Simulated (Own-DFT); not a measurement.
# PBE and PBEsol under strain: D0_22 TiAl3, 40 atoms (Al30Ti10)

No measurement is shown. These are fixed-geometry runs of a retired plane-wave code named Own-DFT, which no person has reviewed; spin and spin-orbit coupling are neglected.

Caveats: forces on such cells failed a check on a denser k mesh; stress not checked against mesh or cutoff.

Each geometry was run with PBE and with PBEsol, otherwise alike: PseudoDojo norm-conserving scalar-relativistic files made for PBE; cutoff 42 hartree; 4 x 4 x 4 k mesh centred on Gamma; cold (Marzari-Vanderbilt) smearing of 0.2 eV. Unstrained cell vectors in Å: (-2.365, -6.981, 4.326); (-7.667, 3.491, 1.442); (-2.950, -3.488, -7.241). Each has a uniform strain, of which the change of volume is shown, and random moves of rms u per axis.

```
run,volume change (%),u (Å),P with PBE (GPa),P with PBEsol (GPa)
1,0.26,0.0508,2.47,0.58
2,3.31,0.0502,-0.94,-2.77
3,2.90,0.0485,-0.51,-2.35
4,0.89,0.0515,1.78,-0.10
5,-0.45,0.0502,3.47,1.55
6,-2.45,0.0492,5.65,3.68
7,-0.83,0.0513,3.67,1.74
8,-1.78,0.0516,5.19,3.24
9,1.23,0.0455,1.37,-0.51
10,-1.49,0.0548,4.78,?
```

The question: by how much does PBEsol shrink this cell, and what belongs in the blank?

## Solution

Write v for the change of volume as a fraction. Fitted to v and u², the PBE pressure has a slope of -117 ± 3 GPa in v, with the ions held to the strained lattice. The difference PBEsol less PBE is -1.91 + 2.4 v GPa (slope ± 0.1) and averages -1.90 GPa. Divided by the mean slope of the two, 115 GPa, that makes PBEsol's volume at a given pressure, near 2 GPa, about 1.6 % smaller, or 0.55 % in lengths. At one volume PBEsol's slope is the smaller by 2 GPa, but its pressure there is lower too. If stiffness rises by about 4 GPa for each GPa, PBEsol at equal pressure is stiffer by about 5 GPa. Files made for PBEsol would give a different shift.

For run 10 the line gives 2.84 GPa. The run itself gave 2.84 GPa.
